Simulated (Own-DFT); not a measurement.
## Calculated data, Hf20Si39 (HfSi2 crystal with one vacancy, atoms displaced)

A calculation, not a measurement: plane-wave density functional theory by an unreviewed code, no spin, of a simulated periodic cell, stress positive in tension, run twice, with PBE and with PBEsol, both on files made for PBE, so the change isn't that of files made for PBEsol, hafnium file: forces about 75 meV/angstrom off all-electron values; forces on such cells moved up to 12 meV/angstrom on a denser k mesh; the far tail of each file's local potential was reset to the Coulomb form; each entry is a single point on an unrelaxed cell, so the pressure reflects the starting lattice, taken from the Materials Project, from which strain is counted, and rises with the displacements; printed positions are rounded, which can move forces by about a meV/angstrom; the program, named Own-DFT, is a retired in-house code; no spin-orbit coupling; stress was not checked against mesh or cutoff. Program: Own-DFT development build.

Common to all runs: functional PBE, then PBEsol; potential files PseudoDojo norm-conserving, scalar-relativistic, standard set; wave cutoff 42 hartree; occupations cold (Marzari-Vanderbilt); smearing width 0.2 eV; k mesh 4 x 4 x 4 centred on Gamma.

(1) Hf20Si39 (HfSi2 crystal with one vacancy, atoms displaced)

```
cell vectors (Å)
  -7.2972     7.0724    -1.7824
   3.6486     7.0873     5.7379
   3.6486     3.5213    -8.4115
atoms (fractions of the cell vectors)
Hf  0.52090  0.54067  0.75525
Hf  0.28199  0.25167  0.04516
Si  0.42032  0.29912  0.79505
Si  0.37171  0.49401  0.99451
Si  0.27352  0.59812  0.70385
Si  0.52683  0.20088  0.09530
Hf  0.72418  0.74282  0.95258
Hf  0.46892  0.45372  0.23998
Si  0.62564  0.50084  0.99967
Si  0.57294  0.70522  0.19582
Si  0.47458  0.79999  0.90363
Si  0.72471  0.40017  0.29622
Hf  0.93117  0.95357  0.15684
Hf  0.67435  0.65564  0.44573
Si  0.82583  0.69800  0.20429
Si  0.77438  0.90202  0.40241
Si  0.68012  0.99302  0.09977
Si  0.92769  0.60224  0.49284
Hf  0.03042  0.54595  0.75191
Hf  0.77096  0.25608  0.04517
Si  0.87714  0.50009  0.99431
Si  0.77864  0.59816  0.70202
Si  0.02196  0.20243  0.09664
Hf  0.22505  0.74615  0.95876
Hf  0.96661  0.45499  0.24397
Si  0.12377  0.50248  0.00080
Si  0.07628  0.70184  0.19795
Si  0.97918  0.80235  0.90411
Si  0.22802  0.40024  0.29365
Hf  0.42568  0.94030  0.15069
Hf  0.17680  0.65511  0.44214
Si  0.32309  0.70055  0.20296
Si  0.27196  0.89764  0.39619
Si  0.17616  0.99613  0.10473
Si  0.42781  0.60104  0.49964
Hf  0.62159  0.14351  0.35219
Hf  0.37273  0.85800  0.64726
Si  0.52780  0.89760  0.39571
Si  0.47376  0.09408  0.59989
Si  0.37384  0.19533  0.30226
Si  0.62889  0.80616  0.69825
Hf  0.82364  0.34550  0.55799
Hf  0.58069  0.05585  0.84342
Si  0.72692  0.09598  0.59407
Si  0.67573  0.30437  0.80579
Si  0.57029  0.39757  0.50699
Si  0.82451  0.00056  0.89723
Hf  0.12343  0.14459  0.35339
Hf  0.87571  0.85644  0.64872
Si  0.02429  0.90173  0.39556
Si  0.97467  0.09606  0.59687
Si  0.87683  0.19618  0.30162
Si  0.12097  0.80438  0.69922
Hf  0.32579  0.34434  0.55339
Hf  0.06951  0.06010  0.84332
Si  0.22611  0.09623  0.60123
Si  0.17329  0.30326  0.80701
Si  0.07187  0.39854  0.50390
Si  0.32521  0.00359  0.90033
```

Results for Hf20Si39 (HfSi2 crystal with one vacancy, atoms displaced): PBE pressure 2.23 GPa; PBE stress xx -1.99 GPa; PBE stress yy -2.98 GPa; PBE stress zz -1.71 GPa; PBE stress yz 0.22 GPa; PBE stress xz -0.03 GPa; PBE stress xy 0.06 GPa; PBEsol pressure -0.97 GPa; PBEsol stress xx 0.89 GPa; PBEsol stress yy 0.33 GPa; PBEsol stress zz 1.7 GPa; PBEsol stress yz 0.26 GPa; PBEsol stress xz -0.03 GPa; PBEsol stress xy 0.06 GPa; rms change of force components from PBE to PBEsol 0.026 eV/Å.

Force:
```csv
force element,PBE force x (eV/Å),PBE force y (eV/Å),PBE force z (eV/Å),PBEsol force x (eV/Å),PBEsol force y (eV/Å),PBEsol force z (eV/Å)
Hf,0.062,1.032,0.261,0.058,1.023,0.297
Hf,0.885,-0.476,0.377,0.876,-0.475,0.339
Si,-0.342,0.208,-0.392,-0.351,0.215,-0.384
Si,0.125,0.563,-0.055,0.122,0.57,-0.061
Si,-0.097,0.067,-0.062,-0.092,0.049,-0.119
Si,-0.045,-0.018,-0.04,-0.045,-0.003,0.016
Hf,0.036,0.441,-0.203,0.045,0.443,-0.158
Hf,-0.44,1.094,-0.389,-0.432,1.065,-0.424
Si,0.016,-0.125,0.032,0.02,-0.123,0.028
Si,-0.28,-0.221,-0.63,-0.281,-0.22,-0.609
Si,-0.576,-0.439,-0.013,-0.573,-0.445,-0.076
Si,0.783,-0.178,-0.033,0.775,-0.161,0.022
Hf,0,-1.697,-0.469,-0.002,-1.663,-0.43
Hf,-0.146,-0.017,0.021,-0.147,-0.02,-0.009
Si,-0.155,-0.181,0.749,-0.152,-0.189,0.727
Si,-0.243,-0.231,0.139,-0.246,-0.236,0.14
Si,0.592,0.003,-0.231,0.599,-0.012,-0.285
Si,0.555,0.191,0.21,0.555,0.201,0.266
Hf,0.687,0.303,-0.318,0.681,0.351,-0.252
Hf,-0.08,0.23,-0.125,-0.058,0.207,-0.197
Si,0.066,-0.22,-0.156,0.061,-0.226,-0.15
Si,0.024,-0.379,-0.34,0.031,-0.384,-0.389
Si,-0.431,0.298,0.685,-0.431,0.304,0.725
Hf,-0.383,-0.271,0.238,-0.375,-0.261,0.268
Hf,-0.882,0.997,-0.233,-0.865,0.98,-0.263
Si,-0.073,-0.224,-0.09,-0.068,-0.221,-0.083
Si,0.216,-0.151,-0.209,0.212,-0.142,-0.201
Si,0.248,-0.591,-0.474,0.245,-0.592,-0.533
Si,0.988,-0.373,0.128,0.981,-0.35,0.181
Hf,0.462,0.806,-0.145,0.457,0.802,-0.111
Hf,0.15,-0.048,-0.29,0.146,-0.054,-0.316
Si,-0.343,-0.126,0.227,-0.351,-0.135,0.223
Si,0.028,0.403,-0.133,0.028,0.407,-0.132
Si,0.083,0.19,0.196,0.089,0.173,0.133
Si,0.452,-0.163,0.585,0.455,-0.144,0.641
Hf,-0.2,0.533,-0.3,-0.202,0.534,-0.266
Hf,-0.516,-0.302,-0.108,-0.514,-0.305,-0.137
Si,0.305,-0.073,-0.067,0.309,-0.073,-0.066
Si,0.014,0.357,0.346,0.009,0.355,0.338
Si,-0.242,-0.178,-0.165,-0.246,-0.191,-0.217
Si,0.222,-0.604,0.155,0.219,-0.574,0.208
Hf,-0.175,-0.752,0.238,-0.179,-0.754,0.32
Hf,0.614,-0.665,0.167,0.61,-0.673,0.12
Si,0.495,0.54,-0.088,0.509,0.551,-0.093
Si,-0.434,-0.297,0.265,-0.443,-0.303,0.26
Si,-1.125,-0.083,-0.139,-1.122,-0.098,-0.202
Si,0.056,0.844,0.518,0.053,0.841,0.581
Hf,-0.216,0.396,-0.276,-0.219,0.388,-0.237
Hf,-0.409,-0.698,0.483,-0.399,-0.699,0.445
Si,0.193,0.259,-0.495,0.188,0.256,-0.48
Si,0.307,0.395,0.118,0.313,0.403,0.11
Si,0.855,0.078,-0.202,0.846,0.063,-0.261
Si,-0.669,0.278,0.244,-0.668,0.285,0.305
Hf,0.255,-0.304,-0.112,0.252,-0.281,-0.073
Hf,-0.875,0.295,-0.382,-0.896,0.267,-0.455
Si,0.405,0.117,0.47,0.412,0.114,0.456
Si,-0.159,-0.482,0.347,-0.15,-0.496,0.347
Si,-0.572,-0.177,-0.375,-0.584,-0.188,-0.424
Si,-0.069,-0.175,0.543,-0.066,-0.153,0.597
```

(2) Hf20Si39 (HfSi2 crystal with one vacancy, atoms displaced)

```
cell vectors (Å)
  -7.2972     7.0724    -1.7824
   3.6486     7.0873     5.7379
   3.6486     3.5213    -8.4115
atoms (fractions of the cell vectors)
Hf  0.52476  0.54219  0.75200
Hf  0.27271  0.25259  0.04662
Si  0.42312  0.29903  0.79875
Si  0.37304  0.50048  0.00585
Si  0.27317  0.59645  0.70330
Si  0.52985  0.20913  0.09551
Hf  0.72480  0.73956  0.95298
Hf  0.48082  0.45021  0.24516
Si  0.62375  0.49697  0.99768
Si  0.57863  0.70033  0.19902
Si  0.47466  0.79959  0.90585
Si  0.72563  0.40445  0.29410
Hf  0.92740  0.94089  0.15249
Hf  0.67784  0.65715  0.44278
Si  0.82625  0.70043  0.20334
Si  0.77273  0.89769  0.40023
Si  0.92360  0.60045  0.49907
Hf  0.02432  0.54728  0.75830
Hf  0.77430  0.25564  0.04258
Si  0.92815  0.29948  0.80139
Si  0.87578  0.49798  0.99807
Si  0.77233  0.59697  0.70461
Si  0.02260  0.19898  0.09783
Hf  0.22874  0.74056  0.95502
Hf  0.97359  0.46253  0.24627
Si  0.12566  0.50206  0.00012
Si  0.07529  0.70237  0.19513
Si  0.97658  0.79532  0.90318
Si  0.22211  0.40021  0.29263
Hf  0.42777  0.94406  0.15341
Hf  0.17185  0.65413  0.44612
Si  0.32583  0.70692  0.19674
Si  0.28259  0.89869  0.40245
Si  0.17049  0.99353  0.10234
Si  0.42287  0.60488  0.50027
Hf  0.62454  0.14877  0.35477
Hf  0.37668  0.85411  0.64178
Si  0.52686  0.90010  0.39651
Si  0.47391  0.09905  0.60359
Si  0.37598  0.19871  0.29781
Si  0.62545  0.80649  0.69094
Hf  0.82521  0.34407  0.55085
Hf  0.57275  0.04770  0.84307
Si  0.72669  0.10590  0.60583
Si  0.67590  0.29935  0.80285
Si  0.57174  0.40113  0.50032
Si  0.82298  0.99914  0.89360
Hf  0.12426  0.15309  0.34945
Hf  0.87540  0.85859  0.64360
Si  0.02986  0.89717  0.39400
Si  0.97006  0.10090  0.60280
Si  0.87100  0.19358  0.30657
Si  0.12987  0.80264  0.69720
Hf  0.32966  0.33868  0.55654
Hf  0.06724  0.05561  0.84150
Si  0.22183  0.09728  0.60169
Si  0.17715  0.30216  0.79598
Si  0.07792  0.39239  0.49943
Si  0.32674  0.00238  0.90132
```

Results for Hf20Si39 (HfSi2 crystal with one vacancy, atoms displaced): PBE pressure 1.86 GPa; PBE stress xx -1.99 GPa; PBE stress yy -2.62 GPa; PBE stress zz -0.98 GPa; PBE stress yz 0.36 GPa; PBE stress xz -0.16 GPa; PBE stress xy -0.23 GPa; PBEsol pressure -1.33 GPa; PBEsol stress xx 0.89 GPa; PBEsol stress yy 0.65 GPa; PBEsol stress zz 2.45 GPa; PBEsol stress yz 0.4 GPa; PBEsol stress xz -0.17 GPa; PBEsol stress xy -0.23 GPa; rms change of force components from PBE to PBEsol 0.025 eV/Å.

Force:
```csv
force element,PBE force x (eV/Å),PBE force y (eV/Å),PBE force z (eV/Å),PBEsol force x (eV/Å),PBEsol force y (eV/Å),PBEsol force z (eV/Å)
Hf,0.515,0.379,-0.301,0.51,0.381,-0.262
Hf,-0.281,0.211,0.544,-0.277,0.204,0.495
Si,-0.059,0.231,-0.44,-0.062,0.235,-0.433
Si,-0.364,-0.136,0.099,-0.364,-0.138,0.098
Si,-0.395,-0.067,-0.228,-0.392,-0.084,-0.291
Si,-0.684,-1.281,-0.901,-0.702,-1.243,-0.837
Hf,-0.078,0.578,0.21,-0.105,0.547,0.234
Hf,1.238,-0.014,0.771,1.216,-0.025,0.72
Si,0.073,0.268,0.036,0.07,0.274,0.031
Si,0.076,-0.032,0.143,0.071,-0.041,0.136
Si,-0.887,-0.092,-0.053,-0.89,-0.107,-0.107
Si,-0.144,0.248,-0.06,-0.145,0.255,-0.003
Hf,0.58,0.068,0.392,0.539,0.106,0.395
Hf,0.306,-0.563,-0.368,0.301,-0.565,-0.398
Si,-0.02,-0.097,0.668,-0.031,-0.103,0.646
Si,-0.05,0.432,0.539,-0.048,0.44,0.514
Si,0.006,0.345,-0.004,0.001,0.352,0.058
Hf,-0.396,-0.516,0.277,-0.391,-0.499,0.304
Hf,-0.349,0.233,-0.289,-0.341,0.253,-0.281
Si,0.183,-0.141,0.323,0.184,-0.144,0.31
Si,0.288,0.031,-0.081,0.294,0.034,-0.079
Si,-0.231,-0.017,-0.053,-0.223,-0.032,-0.113
Si,0.261,0.291,0.31,0.265,0.301,0.362
Hf,0.483,0.113,0.497,0.486,0.118,0.515
Hf,-0.663,-0.783,-0.371,-0.659,-0.779,-0.409
Si,-0.089,-0.26,-0.173,-0.087,-0.26,-0.168
Si,0.03,0.041,-0.426,0.03,0.038,-0.412
Si,0.358,-0.037,0.215,0.353,-0.05,0.152
Si,0.165,0.899,0.112,0.161,0.891,0.174
Hf,0.569,0.22,0.191,0.586,0.183,0.212
Hf,-0.461,0.213,0.289,-0.452,0.207,0.248
Si,-0.095,-0.134,-0.701,-0.093,-0.128,-0.676
Si,0.359,-0.371,0.618,0.355,-0.37,0.605
Si,-0.435,0.397,-0.43,-0.431,0.372,-0.484
Si,-0.438,-0.257,0.452,-0.43,-0.231,0.508
Hf,0.22,-0.368,-0.341,0.25,-0.325,-0.319
Hf,0.449,0.298,-0.444,0.444,0.281,-0.471
Si,-0.062,0.293,0.166,-0.057,0.292,0.154
Si,-0.381,0.007,0.174,-0.381,0.002,0.168
Si,-0.308,0.052,-0.171,-0.306,0.037,-0.226
Si,-0.107,-0.205,-0.29,-0.096,-0.186,-0.232
Hf,0.463,0.313,-0.261,0.458,0.315,-0.223
Hf,0.278,1.168,0.315,0.273,1.127,0.32
Si,-0.024,-0.721,0.27,-0.026,-0.73,0.27
Si,-0.008,-0.199,0.231,-0.004,-0.194,0.221
Si,-0.657,0.117,-0.392,-0.66,0.094,-0.447
Si,1.016,-0.096,-1.094,1.027,-0.081,-1.022
Hf,-0.569,-0.872,-1.3,-0.564,-0.849,-1.238
Hf,-0.476,-0.259,-0.219,-0.467,-0.266,-0.252
Si,0.4,0.227,0.064,0.403,0.223,0.063
Si,-0.534,0.132,0.415,-0.533,0.128,0.402
Si,-0.529,-0.34,0.361,-0.52,-0.342,0.298
Si,0.362,-0.308,0.224,0.366,-0.286,0.286
Hf,0.453,-0.22,0.823,0.45,-0.204,0.842
Hf,-0.622,0.828,-0.592,-0.613,0.807,-0.615
Si,-0.133,0.088,0.374,-0.132,0.09,0.361
Si,0.213,-0.162,-0.503,0.213,-0.159,-0.489
Si,0.779,0.513,-0.177,0.775,0.489,-0.229
Si,0.406,-0.687,0.56,0.4,-0.653,0.612
```

(3) Hf20Si39 (HfSi2 crystal with one vacancy, atoms displaced)

```
cell vectors (Å)
  -7.2972     7.0724    -1.7824
   3.6486     7.0873     5.7379
   3.6486     3.5213    -8.4115
atoms (fractions of the cell vectors)
Hf  0.52827  0.54125  0.75585
Hf  0.27408  0.25279  0.04501
Si  0.37379  0.49679  0.99980
Si  0.27456  0.60043  0.69969
Si  0.52804  0.20261  0.10008
Hf  0.72478  0.74365  0.95572
Hf  0.47107  0.45344  0.24560
Si  0.62234  0.49753  0.00223
Si  0.57164  0.69733  0.19873
Si  0.47584  0.79644  0.89676
Si  0.72394  0.40484  0.29769
Hf  0.92581  0.94350  0.15629
Hf  0.67534  0.65577  0.43938
Si  0.82652  0.70148  0.19851
Si  0.77525  0.90117  0.39600
Si  0.67505  0.99846  0.10101
Si  0.92509  0.59660  0.49540
Hf  0.02710  0.53997  0.75915
Hf  0.76975  0.25900  0.04495
Si  0.92406  0.30171  0.80148
Si  0.87240  0.50287  0.00362
Si  0.77703  0.59729  0.70254
Si  0.03035  0.20481  0.10181
Hf  0.22928  0.74367  0.95712
Hf  0.97475  0.45416  0.24526
Si  0.12623  0.50533  0.00386
Si  0.07344  0.69941  0.20333
Si  0.97425  0.79698  0.89789
Si  0.22417  0.40430  0.29984
Hf  0.42289  0.94629  0.16013
Hf  0.17842  0.64778  0.43948
Si  0.32688  0.70408  0.20309
Si  0.27512  0.90531  0.39746
Si  0.17671  0.99830  0.10853
Si  0.42384  0.60431  0.50106
Hf  0.62044  0.14291  0.35031
Hf  0.37772  0.85740  0.64330
Si  0.52915  0.89873  0.40235
Si  0.47667  0.10612  0.59893
Si  0.37366  0.19824  0.30189
Si  0.62332  0.80103  0.69782
Hf  0.82368  0.34084  0.55546
Hf  0.57776  0.05226  0.84135
Si  0.72457  0.10031  0.60070
Si  0.67501  0.29912  0.79922
Si  0.57222  0.39861  0.50276
Si  0.82345  0.99841  0.89876
Hf  0.12335  0.15207  0.35308
Hf  0.87499  0.85663  0.64369
Si  0.03120  0.90263  0.40208
Si  0.97738  0.09932  0.59876
Si  0.87045  0.19242  0.30417
Si  0.12910  0.80172  0.69949
Hf  0.32134  0.34710  0.56012
Hf  0.07524  0.05625  0.84365
Si  0.22252  0.10003  0.59987
Si  0.17720  0.30019  0.80365
Si  0.07358  0.39521  0.50318
Si  0.32275  0.01153  0.89790
```

The calculation gives: PBE pressure 2.26 GPa; PBE stress xx -2.1 GPa; PBE stress yy -2.58 GPa; PBE stress zz -2.09 GPa; PBE stress yz -0.06 GPa; PBE stress xz 0.06 GPa; PBE stress xy 0.01 GPa; PBEsol pressure -0.94 GPa; PBEsol stress xx 0.76 GPa; PBEsol stress yy 0.72 GPa; PBEsol stress zz 1.33 GPa; PBEsol stress yz -0.03 GPa; PBEsol stress xz 0.07 GPa; PBEsol stress xy 0.02 GPa; rms change of force components from PBE to PBEsol 0.027 eV/Å.

Force:
```csv
force element,PBE force x (eV/Å),PBE force y (eV/Å),PBE force z (eV/Å),PBEsol force x (eV/Å),PBEsol force y (eV/Å),PBEsol force z (eV/Å)
Hf,0.415,0.372,0.141,0.413,0.418,0.207
Hf,0.453,0.916,-0.024,0.479,0.882,-0.101
Si,-0.179,0.029,0.132,-0.185,0.026,0.131
Si,-0.203,0.024,-1.08,-0.197,0.002,-1.136
Si,0.251,-0.853,0.982,0.255,-0.816,1.022
Hf,0.04,-0.13,0.067,0.034,-0.114,0.103
Hf,-0.085,0.72,-0.137,-0.085,0.705,-0.17
Si,-0.044,-0.034,0.379,-0.05,-0.043,0.373
Si,-0.049,0.309,0.039,-0.054,0.322,0.035
Si,0.724,0.303,-0.436,0.729,0.28,-0.489
Si,-0.196,-0.266,0.078,-0.197,-0.247,0.136
Hf,-0.216,-0.035,0.361,-0.209,-0.03,0.387
Hf,0.195,0.239,-0.664,0.193,0.229,-0.688
Si,0.114,-0.074,-0.08,0.123,-0.079,-0.078
Si,0.003,0.098,-0.287,-0.004,0.105,-0.28
Si,-0.01,-0.325,-0.373,-0.007,-0.336,-0.435
Si,0.422,0.551,0.234,0.415,0.552,0.302
Hf,0.324,0.072,0.748,0.32,0.081,0.778
Hf,-0.941,0.452,-0.643,-0.925,0.433,-0.672
Si,-0.065,-0.076,-0.135,-0.068,-0.071,-0.132
Si,-0.243,-0.144,-0.002,-0.246,-0.145,0
Si,0.017,-0.226,-0.233,0.023,-0.237,-0.295
Si,0.486,-0.957,0.514,0.484,-0.917,0.561
Hf,0.679,-0.222,0.299,0.676,-0.217,0.329
Hf,0.109,0.047,0.119,0.111,0.044,0.08
Si,-0.28,-0.38,-0.115,-0.281,-0.387,-0.11
Si,-0.134,0.143,0.207,-0.135,0.15,0.197
Si,-0.088,0.318,-0.632,-0.087,0.292,-0.688
Si,-0.455,-0.412,0.163,-0.448,-0.391,0.219
Hf,-0.805,-0.077,0.4,-0.792,-0.069,0.424
Hf,1.264,0.888,0.031,1.251,0.869,-0.004
Si,-0.269,-0.621,0.081,-0.26,-0.627,0.084
Si,-0.049,-0.033,-0.516,-0.064,-0.018,-0.501
Si,-0.323,-0.512,0.187,-0.323,-0.513,0.125
Si,-0.53,0.052,0.511,-0.531,0.067,0.57
Hf,-0.124,0.839,-0.53,-0.13,0.838,-0.488
Hf,0.395,-0.3,-0.021,0.389,-0.309,-0.061
Si,0.385,0.068,0.354,0.384,0.057,0.348
Si,0.188,-0.151,-0.269,0.2,-0.148,-0.262
Si,0.328,0.106,-0.237,0.324,0.086,-0.29
Si,-0.666,0.071,0.331,-0.665,0.086,0.393
Hf,0.027,0.367,0.336,0.026,0.377,0.37
Hf,0.218,0.154,-0.133,0.187,0.135,-0.202
Si,0.017,-0.09,0.155,0.014,-0.088,0.146
Si,0.166,-0.161,-0.062,0.176,-0.164,-0.058
Si,-0.182,-0.213,-0.479,-0.191,-0.226,-0.528
Si,-0.054,0.513,0.533,-0.052,0.518,0.596
Hf,-0.143,-0.393,-0.895,-0.147,-0.385,-0.851
Hf,-0.323,-0.255,-0.075,-0.313,-0.257,-0.112
Si,0.096,-0.439,0.106,0.102,-0.451,0.108
Si,0.236,-0.033,0.005,0.248,-0.032,0.007
Si,-0.086,0.299,0.182,-0.087,0.277,0.128
Si,0.254,-0.252,0.696,0.256,-0.222,0.755
Hf,-0.454,-0.64,0.347,-0.448,-0.644,0.429
Hf,0.249,-0.259,-0.323,0.238,-0.267,-0.35
Si,-0.06,0.48,0.027,-0.061,0.49,0.02
Si,-0.126,0.021,0.017,-0.13,0.027,0.014
Si,0.125,0.193,-0.419,0.112,0.173,-0.477
Si,-0.798,-0.082,0.036,-0.79,-0.071,0.083
```
